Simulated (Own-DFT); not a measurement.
# From a pressure shift to a lattice shift: beta-Si3N4, 42 atoms (N24Si18)

The numbers are computed, not measured, by runs of the plane-wave DFT program Own-DFT (in-house, retired, unreviewed) at fixed positions, with no spin and no spin-orbit coupling.

Known weak points: forces on such cells passed a denser k mesh, each cell not checked; stress not checked against mesh or cutoff.

Each geometry was run with PBE and with PBEsol, otherwise alike: PseudoDojo norm-conserving scalar-relativistic files made for PBE; cutoff 42 hartree; 3 x 3 x 3 k mesh centred on Gamma; Fermi-Dirac smearing of 0.1 eV. Unstrained cell vectors in Å: (7.606, 0.000, 0.000); (-3.803, 6.587, 0.000); (0.000, 0.000, 8.727). Each has a uniform strain, of which the change of volume is shown, and random moves of rms u per axis.

| run | volume change (%) | u (Å) | P with PBE (GPa) | P with PBEsol (GPa) |
|---|---|---|---|---|
| 1 | -0.82 | 0.0517 | 11.43 | 9.00 |
| 2 | 1.27 | 0.0521 | 5.20 | 2.82 |
| 3 | 2.67 | 0.0486 | 1.66 | -0.71 |
| 4 | 0.79 | 0.0462 | 5.98 | 3.58 |
| 5 | -2.37 | 0.0468 | 15.39 | 12.94 |
| 6 | -2.12 | 0.0499 | 14.59 | 12.15 |
| 7 | 1.48 | 0.0441 | 3.52 | 1.14 |
| 8 | -1.89 | 0.0517 | 14.37 | 11.93 |
| 9 | 0.86 | 0.0498 | 5.40 | 2.99 |
| 10 | -1.82 | 0.0487 | 12.63 | 10.19 |
| 11 | -0.78 | 0.0534 | 11.27 | ? |

The question: by how much does PBEsol shrink this cell, and what belongs in the blank?

## Working it out

Write v for the change of volume as a fraction. Fitted to v and u², the PBE pressure has a slope of -279 ± 11 GPa in v, with the ions held to the strained lattice. The difference PBEsol less PBE is -2.41 + 1.6 v GPa (slope ± 0.1) and averages -2.41 GPa. Divided by the mean slope of the two, 278 GPa, that makes PBEsol's volume at a given pressure, near 8 GPa, about 0.9 % smaller, or 0.29 % in lengths. At one volume PBEsol's slope is the smaller by 2 GPa, but its pressure there is lower too. If stiffness rises by about 4 GPa for each GPa, PBEsol at equal pressure is stiffer by about 8 GPa. Files made for PBEsol would give a different shift.

For run 11 the line gives 8.85 GPa. DFT gave 8.85 GPa.
